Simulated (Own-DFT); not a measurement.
# Computed records: TiSi2 (C49 TiSi2 crystal, strained, atoms displaced)

All values are calculated (Own-DFT development build). A calculation, not a measurement: plane-wave density functional theory by an unreviewed code, no spin, of a simulated periodic cell, stress positive in tension, run twice, with PBE and with PBEsol, both on files made for PBE, so the change isn't that of files made for PBEsol, forces on such cells moved up to 12 meV/angstrom on a denser k mesh; the far tail of each file's local potential was reset to the Coulomb form; each entry is a single point on an unrelaxed cell, so the pressure reflects the starting lattice, taken from the Materials Project, from which strain is counted, and rises with the displacements; printed positions are rounded, which can move forces by about a meV/angstrom; the program, named Own-DFT, is a retired in-house code; no spin-orbit coupling; stress was not checked against mesh or cutoff.

Settings shared by all entries: functional PBE, then PBEsol; potential files PseudoDojo norm-conserving, scalar-relativistic, standard set; wave cutoff 42 hartree; occupations cold (Marzari-Vanderbilt); smearing width 0.2 eV; k mesh 4 x 4 x 4 centred on Gamma.

(1) TiSi2 (C49 TiSi2 crystal, strained, atoms displaced)

```
CELL_PARAMETERS angstrom
5.29060 -6.81140 3.43810
6.98230 -0.16890 -7.08990
5.06650 6.68780 3.53650
ATOMIC_POSITIONS crystal
Ti 0.95692 0.92010 0.14472
Ti 0.86467 0.87764 0.64759
Si 0.61136 0.92660 0.49199
Si 0.19584 0.87095 0.30522
Si 0.89561 0.02140 0.40648
Si 0.88826 0.77894 0.39555
Ti 0.93868 0.42342 0.15544
Ti 0.84981 0.37110 0.64265
Si 0.61455 0.42070 0.48589
Si 0.19464 0.37207 0.30743
Si 0.89923 0.52204 0.40790
Si 0.89708 0.27349 0.39979
Ti 0.73651 0.73089 0.95211
Ti 0.65694 0.67063 0.44721
Si 0.41004 0.73053 0.29236
Si 0.99690 0.66977 0.11244
Si 0.69959 0.83025 0.20379
Si 0.69632 0.58092 0.20104
Ti 0.54088 0.02394 0.76203
Ti 0.44413 0.97468 0.24528
Si 0.20897 0.02489 0.09756
Si 0.77952 0.97350 0.90380
Si 0.50017 0.12279 0.00843
Si 0.50280 0.87085 0.99775
Ti 0.74982 0.22259 0.95157
Ti 0.65282 0.17504 0.44200
Si 0.41018 0.22398 0.29426
Si 0.98966 0.17326 0.11215
Si 0.70174 0.31903 0.19825
Si 0.70809 0.07126 0.20478
Ti 0.54777 0.52916 0.74761
Ti 0.46135 0.47820 0.24431
Si 0.21639 0.53122 0.10219
Si 0.79371 0.47201 0.90789
Si 0.49306 0.62362 0.99885
Si 0.49807 0.38070 0.98887
Ti 0.34088 0.82091 0.56125
Ti 0.25658 0.78303 0.04756
Si 0.00352 0.82484 0.90406
Si 0.58773 0.77307 0.71274
Si 0.30397 0.92830 0.81065
Si 0.31703 0.67018 0.80222
Ti 0.34132 0.31632 0.55839
Ti 0.25800 0.27064 0.04244
Si 0.01037 0.32149 0.89636
Si 0.59483 0.27945 0.70900
Si 0.29909 0.42530 0.80194
Si 0.30154 0.17277 0.80503
Ti 0.14153 0.61660 0.34513
Ti 0.05340 0.57383 0.85229
Si 0.80442 0.61913 0.69716
Si 0.38763 0.57509 0.50261
Si 0.10529 0.72491 0.60683
Si 0.09559 0.47841 0.60869
Ti 0.13582 0.12285 0.34802
Ti 0.04895 0.07238 0.85307
Si 0.79650 0.12057 0.69297
Si 0.38789 0.07381 0.50850
Si 0.10533 0.21984 0.60402
Si 0.10677 0.97000 0.59725
```

```
PBE pressure                                      : 8.69 GPa
PBE stress xx                                     : -9.55 GPa
PBE stress yy                                     : -6.55 GPa
PBE stress zz                                     : -9.96 GPa
PBE stress yz                                     : 2.02 GPa
PBE stress xz                                     : -2.33 GPa
PBE stress xy                                     : -4.15 GPa
PBEsol pressure                                   : 5.24 GPa
PBEsol stress xx                                  : -6.01 GPa
PBEsol stress yy                                  : -2.83 GPa
PBEsol stress zz                                  : -6.87 GPa
PBEsol stress yz                                  : 2.03 GPa
PBEsol stress xz                                  : -2.35 GPa
PBEsol stress xy                                  : -4.13 GPa
rms change of force components from PBE to PBEsol : 0.022 eV/Å
```

Force:
```tsv
force element	PBE force x (eV/Å)	PBE force y (eV/Å)	PBE force z (eV/Å)	PBEsol force x (eV/Å)	PBEsol force y (eV/Å)	PBEsol force z (eV/Å)
Ti	0.32	2.132	-0.523	0.314	2.097	-0.524
Ti	-1.334	1.104	0.191	-1.323	1.107	0.177
Si	-0.247	0.31	0.407	-0.24	0.256	0.409
Si	-0.043	1.094	-0.148	-0.049	1.146	-0.163
Si	0.486	-0.738	0.072	0.503	-0.722	0.073
Si	0.693	-0.672	1.382	0.704	-0.66	1.41
Ti	0.571	-0.734	0.462	0.56	-0.745	0.47
Ti	0.881	0.515	0.664	0.875	0.535	0.647
Si	0.066	0.39	-0.593	0.071	0.333	-0.593
Si	-0.54	0.397	-0.084	-0.541	0.464	-0.094
Si	-0.25	-0.457	-0.29	-0.26	-0.451	-0.3
Si	0.126	-0.178	0.124	0.13	-0.178	0.132
Ti	0.347	-0.838	1.716	0.342	-0.847	1.699
Ti	0.301	0.792	-0.753	0.296	0.789	-0.749
Si	-0.287	-0.409	0.979	-0.28	-0.477	0.982
Si	-0.996	0.462	-1.058	-0.991	0.523	-1.051
Si	-0.933	-0.116	-0.106	-0.96	-0.114	-0.114
Si	-0.316	-0.537	0.401	-0.317	-0.527	0.412
Ti	-0.477	-1.218	-0.583	-0.476	-1.216	-0.567
Ti	1.431	-0.576	0.692	1.417	-0.558	0.684
Si	-0.308	-0.329	-0.85	-0.305	-0.382	-0.842
Si	0.994	0.012	0.843	0.979	0.064	0.84
Si	0.101	-0.337	-0.132	0.091	-0.327	-0.138
Si	0.513	0.719	-0.118	0.518	0.706	-0.111
Ti	-0.013	0.403	-0.013	-0.016	0.379	-0.01
Ti	0.095	0.58	0.382	0.101	0.579	0.383
Si	-0.212	-0.252	-0.246	-0.207	-0.316	-0.232
Si	-0.468	-0.044	-0.459	-0.47	0.009	-0.456
Si	0.151	0.175	-0.694	0.152	0.173	-0.71
Si	-0.498	-0.221	-0.748	-0.487	-0.22	-0.757
Ti	-0.309	0.102	0.708	-0.298	0.1	0.702
Ti	-0.595	0.71	0.089	-0.587	0.719	0.08
Si	-1.253	-0.81	0.16	-1.225	-0.862	0.164
Si	0.025	0.543	-0.209	0.022	0.605	-0.204
Si	1.197	-0.251	0.685	1.214	-0.243	0.693
Si	0.275	0.128	1.277	0.282	0.124	1.291
Ti	0.322	-1.534	-0.075	0.316	-1.533	-0.068
Ti	-0.919	0.198	0.68	-0.901	0.221	0.68
Si	-0.597	-1.039	-0.209	-0.577	-1.087	-0.215
Si	-0.055	-0.387	-0.807	-0.059	-0.326	-0.806
Si	-1.054	0.12	-0.427	-1.07	0.122	-0.424
Si	-0.89	1.036	-1.538	-0.89	1.01	-1.558
Ti	0.876	-0.759	-0.667	0.86	-0.765	-0.66
Ti	1.033	1.162	-0.522	1.025	1.162	-0.515
Si	-0.119	-0.306	-0.28	-0.116	-0.358	-0.271
Si	-0.801	0.555	-0.366	-0.788	0.612	-0.376
Si	-0.34	-0.051	-0.162	-0.358	-0.044	-0.163
Si	-0.131	-0.048	-0.241	-0.111	-0.052	-0.241
Ti	2.259	1.058	0.338	2.235	1.02	0.335
Ti	0.181	-0.034	-0.015	0.172	-0.021	-0.013
Si	0.605	-0.649	-0.563	0.594	-0.704	-0.568
Si	-0.173	-0.04	0.583	-0.173	0.009	0.584
Si	-0.578	0.098	-0.049	-0.575	0.102	-0.061
Si	-0.607	-0.604	0.196	-0.61	-0.594	0.207
Ti	1.419	-0.292	1.02	1.407	-0.31	1.019
Ti	-0.278	-0.749	-0.227	-0.268	-0.721	-0.218
Si	0.733	-0.903	0.26	0.728	-0.966	0.267
Si	-0.335	0.111	0.305	-0.335	0.17	0.3
Si	-0.391	0.494	-0.463	-0.393	0.485	-0.477
Si	0.349	0.715	-0.397	0.346	0.705	-0.389
```

(2) TiSi2 (C49 TiSi2 crystal, strained, atoms displaced)

```
CELL_PARAMETERS angstrom
5.21200 -6.78650 3.54260
6.95490 0.03570 -7.02590
5.15800 6.68030 3.42150
ATOMIC_POSITIONS crystal
Ti 0.95215 0.91853 0.15861
Ti 0.85271 0.87066 0.64262
Si 0.60509 0.92091 0.49195
Si 0.20263 0.86911 0.30768
Si 0.90089 0.02543 0.40435
Si 0.89624 0.78153 0.39879
Ti 0.94806 0.41193 0.15517
Ti 0.85182 0.37392 0.64801
Si 0.60863 0.41843 0.50013
Si 0.18785 0.38147 0.31604
Si 0.89598 0.52385 0.39545
Si 0.89666 0.27219 0.39535
Ti 0.74412 0.73060 0.95251
Ti 0.66303 0.67914 0.45366
Si 0.41063 0.73144 0.29498
Si 0.98430 0.67611 0.10729
Si 0.69805 0.82625 0.20172
Si 0.69439 0.57559 0.20169
Ti 0.54355 0.03150 0.74924
Ti 0.44526 0.97595 0.23792
Si 0.20767 0.02724 0.09522
Si 0.79022 0.97362 0.91127
Si 0.50472 0.12196 0.00124
Si 0.50588 0.88053 0.00674
Ti 0.74383 0.23567 0.94453
Ti 0.65798 0.17289 0.45072
Si 0.42036 0.21417 0.29710
Si 0.98974 0.17965 0.10423
Si 0.69984 0.32346 0.20396
Si 0.70361 0.07227 0.20388
Ti 0.54252 0.52484 0.75795
Ti 0.46014 0.47864 0.26108
Si 0.20718 0.52039 0.09372
Si 0.79057 0.47158 0.90688
Si 0.49617 0.62331 0.00954
Si 0.50307 0.37391 0.00374
Ti 0.34943 0.83312 0.55246
Ti 0.24745 0.77839 0.04379
Si 0.00972 0.82216 0.89712
Si 0.58966 0.77220 0.70822
Si 0.29404 0.93295 0.79286
Si 0.30488 0.67618 0.80235
Ti 0.34206 0.31757 0.54934
Ti 0.24673 0.27839 0.04454
Si 0.01098 0.32178 0.89440
Si 0.58773 0.26899 0.71316
Si 0.29608 0.42592 0.79509
Si 0.30112 0.17650 0.79972
Ti 0.15663 0.61777 0.34566
Ti 0.05808 0.57098 0.85096
Si 0.80783 0.62064 0.68744
Si 0.38901 0.57565 0.50996
Si 0.09789 0.72324 0.59571
Si 0.10224 0.47138 0.59333
Ti 0.14302 0.12404 0.35155
Ti 0.05707 0.07761 0.84189
Si 0.81921 0.12205 0.68344
Si 0.39450 0.07599 0.51668
Si 0.09400 0.22648 0.60227
Si 0.09544 0.97119 0.60110
```

```
PBE pressure                                      : 9.76 GPa
PBE stress xx                                     : -11.16 GPa
PBE stress yy                                     : -5.81 GPa
PBE stress zz                                     : -12.31 GPa
PBE stress yz                                     : -2.85 GPa
PBE stress xz                                     : -1.29 GPa
PBE stress xy                                     : -1.18 GPa
PBEsol pressure                                   : 6.27 GPa
PBEsol stress xx                                  : -7.57 GPa
PBEsol stress yy                                  : -2.06 GPa
PBEsol stress zz                                  : -9.17 GPa
PBEsol stress yz                                  : -2.89 GPa
PBEsol stress xz                                  : -1.3 GPa
PBEsol stress xy                                  : -1.17 GPa
rms change of force components from PBE to PBEsol : 0.021 eV/Å
```

Force:
```tsv
force element	PBE force x (eV/Å)	PBE force y (eV/Å)	PBE force z (eV/Å)	PBEsol force x (eV/Å)	PBEsol force y (eV/Å)	PBEsol force z (eV/Å)
Ti	0.217	-0.162	-1.222	0.207	-0.173	-1.211
Ti	0.628	0.659	0.295	0.618	0.653	0.287
Si	0.488	-0.339	-0.767	0.482	-0.395	-0.769
Si	-0.289	1.213	-1.157	-0.289	1.271	-1.161
Si	-0.272	-0.313	-0.039	-0.272	-0.308	-0.037
Si	-0.235	-0.466	0.869	-0.239	-0.452	0.862
Ti	1.187	0.008	-1.853	1.174	-0.01	-1.832
Ti	0.027	-0.343	0.14	0.028	-0.324	0.145
Si	0.497	-0.112	-0.873	0.492	-0.174	-0.878
Si	-1.454	-0.644	1.405	-1.44	-0.595	1.416
Si	0.504	-0.077	0.236	0.506	-0.071	0.238
Si	0.766	0.114	0.27	0.769	0.106	0.269
Ti	-0.687	0.166	0.691	-0.672	0.157	0.683
Ti	-2.269	0.218	-0.214	-2.249	0.225	-0.213
Si	-0.443	-0.84	1.091	-0.436	-0.901	1.095
Si	-0.151	0.181	1.392	-0.146	0.232	1.397
Si	0.085	-0.165	0.261	0.082	-0.165	0.273
Si	0.387	-0.504	0.249	0.385	-0.491	0.246
Ti	0.009	0.081	1.77	0.003	0.07	1.751
Ti	1.723	0.068	1.087	1.705	0.078	1.087
Si	-0.645	-0.195	-0.727	-0.637	-0.249	-0.726
Si	0.42	-0.365	-0.633	0.41	-0.311	-0.631
Si	0.201	0.154	-0.882	0.2	0.153	-0.886
Si	-1.669	-0.306	-0.326	-1.684	-0.303	-0.331
Ti	-0.347	0.723	2.078	-0.336	0.71	2.058
Ti	-0.551	0.142	0.022	-0.544	0.15	0.019
Si	-0.12	0.203	-2.223	-0.118	0.16	-2.226
Si	-0.895	0.552	1.639	-0.879	0.614	1.637
Si	-0.248	-0.038	-0.329	-0.244	-0.037	-0.328
Si	-0.081	-0.245	-0.375	-0.074	-0.24	-0.375
Ti	-0.073	-0.57	0.17	-0.067	-0.582	0.178
Ti	-1.816	-0.267	-0.241	-1.798	-0.253	-0.245
Si	0.704	-0.242	-0.355	0.694	-0.29	-0.364
Si	0.897	0.031	-0.558	0.879	0.087	-0.542
Si	-0.076	-0.351	-0.549	-0.075	-0.345	-0.554
Si	-0.296	0.392	-0.36	-0.305	0.377	-0.369
Ti	-0.933	0.412	0.707	-0.923	0.385	0.7
Ti	0.642	-0.252	0.939	0.645	-0.222	0.936
Si	-0.457	-0.525	-1.142	-0.447	-0.585	-1.143
Si	0.477	0.309	0.117	0.472	0.36	0.125
Si	0.35	0.078	1.03	0.356	0.078	1.039
Si	-0.269	0.177	-0.404	-0.269	0.174	-0.406
Ti	1.583	-0.109	-0.253	1.576	-0.119	-0.251
Ti	0.68	-0.548	1.4	0.657	-0.524	1.384
Si	-0.29	-0.6	-1.306	-0.284	-0.66	-1.313
Si	0.261	-0.27	-0.582	0.258	-0.217	-0.555
Si	0.426	0.069	0.358	0.437	0.074	0.363
Si	0.094	0.156	-0.05	0.092	0.153	-0.055
Ti	0.755	1.498	-1.406	0.75	1.465	-1.392
Ti	-0.634	-0.084	-0.853	-0.63	-0.07	-0.842
Si	1.061	0.161	0.46	1.049	0.101	0.443
Si	0.406	0.022	0.521	0.393	0.066	0.523
Si	0.216	-0.111	0.43	0.22	-0.104	0.437
Si	0.18	0.394	-0.397	0.178	0.386	-0.4
Ti	0.601	-0.16	0.257	0.591	-0.174	0.251
Ti	-0.196	1.155	0.65	-0.191	1.151	0.644
Si	0.112	0.843	-0.001	0.112	0.798	-0.017
Si	-1.166	0.081	-0.531	-1.149	0.149	-0.52
Si	-0.296	-0.55	0.2	-0.299	-0.54	0.215
Si	0.273	-0.507	-0.125	0.279	-0.501	-0.131
```

(3) TiSi2 (C49 TiSi2 crystal, strained, atoms displaced)

```
CELL_PARAMETERS angstrom
5.28160 -6.71010 3.56400
7.05090 0.09950 -6.95230
5.39850 6.76320 3.49120
ATOMIC_POSITIONS crystal
Ti 0.94646 0.92274 0.15249
Ti 0.84739 0.87763 0.64701
Si 0.60507 0.92405 0.49450
Si 0.19102 0.87327 0.30736
Si 0.90849 0.02599 0.40055
Si 0.89599 0.78105 0.40428
Ti 0.95572 0.42523 0.14867
Ti 0.85535 0.37300 0.64718
Si 0.60530 0.42670 0.48876
Si 0.17988 0.37653 0.30450
Si 0.90072 0.52650 0.40193
Si 0.89753 0.27282 0.39884
Ti 0.75029 0.72557 0.96235
Ti 0.64662 0.67042 0.44398
Si 0.41735 0.72621 0.29343
Si 0.99540 0.67906 0.10583
Si 0.70160 0.82225 0.20203
Si 0.68748 0.57752 0.19124
Ti 0.54674 0.02900 0.74518
Ti 0.45369 0.97572 0.25622
Si 0.20097 0.02868 0.08961
Si 0.79835 0.97256 0.90781
Si 0.50763 0.12114 0.00246
Si 0.49625 0.87073 0.00540
Ti 0.74764 0.23057 0.95692
Ti 0.65770 0.17763 0.44543
Si 0.40403 0.22495 0.29322
Si 0.98704 0.17810 0.10992
Si 0.70958 0.32227 0.20712
Si 0.70584 0.07507 0.19732
Ti 0.54877 0.52250 0.75578
Ti 0.44684 0.47418 0.24490
Si 0.20238 0.52492 0.09672
Si 0.79474 0.47188 0.91457
Si 0.48814 0.63313 0.00403
Si 0.49678 0.38372 0.99296
Ti 0.34702 0.82642 0.55260
Ti 0.26708 0.77986 0.05882
Si 0.01944 0.82706 0.89161
Si 0.58701 0.77649 0.70846
Si 0.31003 0.93520 0.79508
Si 0.29402 0.67739 0.80105
Ti 0.34619 0.32537 0.55110
Ti 0.25064 0.27511 0.04971
Si 0.01523 0.31774 0.88799
Si 0.59838 0.27150 0.71556
Si 0.29242 0.42824 0.79493
Si 0.29472 0.17690 0.79931
Ti 0.14653 0.61678 0.34699
Ti 0.05567 0.57481 0.84567
Si 0.80576 0.62318 0.69558
Si 0.39326 0.57348 0.50898
Si 0.11370 0.72811 0.59390
Si 0.10241 0.47556 0.59990
Ti 0.14087 0.11908 0.36028
Ti 0.04468 0.06692 0.83671
Si 0.80558 0.12891 0.69472
Si 0.39112 0.07833 0.50103
Si 0.09664 0.22459 0.60544
Si 0.09390 0.97705 0.60134
```

```
PBE pressure                                      : 6.11 GPa
PBE stress xx                                     : -4.17 GPa
PBE stress yy                                     : -4.81 GPa
PBE stress zz                                     : -9.35 GPa
PBE stress yz                                     : -1.62 GPa
PBE stress xz                                     : 1.57 GPa
PBE stress xy                                     : 2.34 GPa
PBEsol pressure                                   : 2.71 GPa
PBEsol stress xx                                  : -0.68 GPa
PBEsol stress yy                                  : -1.17 GPa
PBEsol stress zz                                  : -6.3 GPa
PBEsol stress yz                                  : -1.62 GPa
PBEsol stress xz                                  : 1.58 GPa
PBEsol stress xy                                  : 2.32 GPa
rms change of force components from PBE to PBEsol : 0.021 eV/Å
```

Force:
```tsv
force element	PBE force x (eV/Å)	PBE force y (eV/Å)	PBE force z (eV/Å)	PBEsol force x (eV/Å)	PBEsol force y (eV/Å)	PBEsol force z (eV/Å)
Ti	0.465	-0.052	-0.115	0.464	-0.067	-0.116
Ti	0.183	-0.299	0.657	0.192	-0.281	0.646
Si	0.122	-0.693	-0.08	0.12	-0.747	-0.087
Si	0.096	0.138	0.387	0.096	0.183	0.391
Si	-0.777	0.746	-0.23	-0.772	0.735	-0.236
Si	-0.504	-0.232	0.564	-0.505	-0.228	0.565
Ti	-0.55	1.297	-0.733	-0.542	1.262	-0.723
Ti	0.099	0.253	-0.453	0.093	0.269	-0.441
Si	-0.116	-0.162	0.894	-0.118	-0.218	0.894
Si	0.394	0.276	1.924	0.389	0.33	1.919
Si	-0.353	-0.072	-0.244	-0.358	-0.069	-0.249
Si	0.928	-0.145	0.014	0.937	-0.141	0.028
Ti	-1.003	-0.562	-0.664	-0.992	-0.568	-0.657
Ti	1.535	-0.226	0.337	1.519	-0.201	0.326
Si	-0.595	0.297	-0.298	-0.588	0.241	-0.302
Si	-0.172	0.602	0.112	-0.17	0.675	0.112
Si	0.195	0.053	-0.125	0.193	0.048	-0.123
Si	0.626	-0.093	1.023	0.633	-0.093	1.022
Ti	0.395	0.519	0.64	0.386	0.497	0.633
Ti	-0.664	-0.772	-0.619	-0.665	-0.743	-0.609
Si	0.278	-0.386	0.405	0.272	-0.443	0.408
Si	-0.211	0.596	-0.352	-0.206	0.643	-0.339
Si	-0.018	0.378	-0.64	-0.016	0.375	-0.65
Si	1.105	-0.831	-0.622	1.101	-0.815	-0.618
Ti	-0.718	-0.359	0.537	-0.714	-0.377	0.534
Ti	-0.551	0.658	0.2	-0.546	0.67	0.201
Si	0.053	-0.724	-0.643	0.054	-0.786	-0.659
Si	-0.056	0.173	0.526	-0.047	0.237	0.519
Si	-0.653	0.055	-1.088	-0.67	0.058	-1.094
Si	-0.018	0.62	0.094	-0.012	0.609	0.101
Ti	0.037	-0.089	-0.606	0.037	-0.107	-0.601
Ti	0.509	-0.191	0.249	0.517	-0.171	0.238
Si	0.097	-1.302	-0.315	0.094	-1.356	-0.307
Si	0.237	-0.079	-0.496	0.236	-0.024	-0.478
Si	-0.591	-1.043	0.841	-0.595	-1.018	0.837
Si	-0.16	0.52	0.876	-0.155	0.508	0.884
Ti	0.08	-0.097	-0.018	0.085	-0.116	-0.02
Ti	-2.057	0.837	-1.023	-2.04	0.844	-1.006
Si	-0.916	-0.291	0.396	-0.904	-0.347	0.379
Si	0.298	0.359	0.806	0.295	0.415	0.805
Si	-0.957	0.745	0.479	-0.969	0.731	0.482
Si	0.519	-0.315	0.077	0.52	-0.312	0.076
Ti	-0.042	0.169	0.141	-0.042	0.154	0.137
Ti	0.029	-0.553	0.049	0.029	-0.52	0.035
Si	0.089	0.089	-0.625	0.087	0.04	-0.631
Si	-0.28	0.506	-1.541	-0.272	0.564	-1.546
Si	0.583	-0.264	0.725	0.588	-0.257	0.726
Si	0.514	-0.177	0.18	0.527	-0.181	0.179
Ti	1.418	0.466	-0.61	1.399	0.439	-0.603
Ti	-0.146	0.371	-0.222	-0.146	0.38	-0.208
Si	0.056	-0.316	-0.316	0.051	-0.371	-0.316
Si	-0.09	0.529	-0.362	-0.087	0.582	-0.363
Si	-0.853	0.989	-0.192	-0.853	0.971	-0.188
Si	-0.375	0.098	-0.437	-0.382	0.094	-0.441
Ti	0.55	-1.468	-0.774	0.544	-1.471	-0.772
Ti	2.43	0.148	0.024	2.408	0.16	0.014
Si	-0.668	-0.776	0.304	-0.664	-0.847	0.309
Si	0.269	0.948	0.712	0.262	1.01	0.723
Si	-0.173	-0.594	-0.288	-0.184	-0.581	-0.291
Si	0.074	-0.273	0.552	0.087	-0.267	0.551
```
